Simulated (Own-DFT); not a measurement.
# PBE against PBEsol on the same cells

Calculated results; nothing here was measured. They come from Own-DFT, an in-house plane-wave density functional program, since retired, whose code no person has reviewed. Each row is one single-point run on a periodic cell that was not relaxed, without spin or spin-orbit coupling.

Known limits, some of them of some rows only: a neutral cation vacancy leaves holes that likely carry spin, which these runs leave out; not probed for a lower state with spin; hafnium file: forces about 75 meV/angstrom off all-electron values; oxygen file: force components 24 meV/angstrom off all-electron in a glass; forces on such cells moved up to 12 meV/angstrom on a denser k mesh; forces on such cells passed a denser k mesh, each cell not checked; stress not checked against mesh or cutoff.

Each cell was run twice at the same cutoff, k mesh and smearing, with PBE and with PBEsol, on PseudoDojo norm-conserving files made for PBE. Atoms were moved at random from their sites; u is the rms move along one axis. Files made for PBEsol would give a somewhat different change.

```
                                                             cell  atoms  volume (Å³/atom)  u (Å)  cutoff (hartree)  P with PBE (GPa)  P with PBEsol (GPa)  change (GPa)
                                             C49 TiSi2 (Si40Ti20)     60             14.18  0.019                42              2.02                -1.30         -3.32
                                             C49 TiSi2 (Si40Ti20)     60             13.80  0.053                42              7.83                 4.40         -3.43
                                             C49 TiSi2 (Si40Ti20)     60             14.18  0.019                42              1.91                    ?             ?
               diamond-structure SiGe in ordered layers (Ge8Si56)     64             20.34  0.029                42              2.21                 0.70         -1.51
               diamond-structure SiGe in ordered layers (Ge8Si56)     64             20.34  0.031                42              2.25                 0.74         -1.51
               diamond-structure SiGe in ordered layers (Ge8Si56)     64             20.34  0.063                42              3.07                 1.56         -1.51
diamond-structure SiGeSn with randomly placed atoms (Ge44Si16Sn4)     64             21.36  0.047                49              9.00                 6.05         -2.95
diamond-structure SiGeSn with randomly placed atoms (Ge44Si16Sn4)     64             22.58  0.076                49              4.81                 2.14         -2.67
diamond-structure SiGeSn with randomly placed atoms (Ge44Si16Sn4)     64             21.69  0.052                49              7.94                 5.06         -2.88
                    monoclinic HfO2 with one Hf vacancy (Hf31O64)     95             11.65  0.031                72              3.74                -2.58         -6.32
                    monoclinic HfO2 with one Hf vacancy (Hf31O64)     95             11.65  0.083                72              9.48                 3.14         -6.35
                    monoclinic HfO2 with one Hf vacancy (Hf31O64)     95             11.65  0.029                72              4.19                -2.13         -6.32
```

## Worked reading

Mean change of pressure by composition, in GPa: Hf31O64, -6.33; Si2Ti, -3.38; Ge11Si4Sn, -2.83; GeSi7, -1.51. At a fixed cell PBEsol gives the lower pressure, because it favours a smaller volume than PBE. Here the change varies more between materials than between cells of one material.

## Withheld value

Question: what PBEsol pressure should the Si40Ti20 cell with the blank give?

Adding the mean change of the cells with its composition, -3.38 GPa, to 1.91 gives -1.5 GPa. The calculation gave -1.42 GPa.
